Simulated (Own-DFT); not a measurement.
# Point defects and the pressure they add: grey tin

The numbers are computed, not measured, by runs of the plane-wave DFT program Own-DFT (in-house, retired, unreviewed) at fixed positions, with no spin and no spin-orbit coupling.

Method: PBE; PseudoDojo norm-conserving scalar-relativistic files; cutoff 42 hartree; 3 x 3 x 3 k mesh centred on Gamma; cold (Marzari-Vanderbilt) smearing of 0.2 eV.

Caveats (not all hold for every row): not probed for a lower state with spin; forces on such cells moved up to 12 meV/angstrom on a denser k mesh; stress not checked against mesh or cutoff.

All runs share one cell, with vectors in Å (12.978, 0.000, 0.000); (0.000, 12.978, 0.000); (0.000, 0.000, 12.978) and a volume of 2185.9 Å³. The atoms are randomly displaced, by u rms on each axis. The defect's site can differ from row to row.

```
cell,formula,u (Å),P (GPa)
no defect,Sn64,0.0195,3.38
no defect,Sn64,0.0461,3.58
no defect,Sn64,0.0496,3.68
one Sn vacancy,Sn63,0.0316,3.25
one Sn vacancy,Sn63,0.0333,3.31
one Sn vacancy,Sn63,0.0506,3.39
two Sn vacancies,Sn62,0.0316,3.15
two Sn vacancies,Sn62,0.0318,3.16
two Sn vacancies,Sn62,0.0494,?
two Sn vacancies,Sn62,0.0518,3.34
```

## Worked fit

P = P0 + c u² + a shift for each defect gives P0 = 3.36 GPa, c = 114 ± 15 GPa/Å² and a scatter of 0.04 GPa. The shifts, and each times the cell's volume:

- one Sn vacancy: -0.22 ± 0.03 GPa, -2.9 eV
- two Sn vacancies: -0.32 ± 0.03 GPa, -4.4 eV (-2.2 eV for each of its 2 sites)

Against the defect-free cell, a freed cell would be larger where the shift is positive and smaller where it is negative (160.2 GPa Å³ is 1 eV). The atoms around the defects weren't relaxed, which would change these numbers.

## Check

Question: what pressure belongs in the blank (two Sn vacancies, u = 0.0494 Å)?

Estimate: 3.32 ± 0.04 GPa. The run itself gave 3.35 GPa.
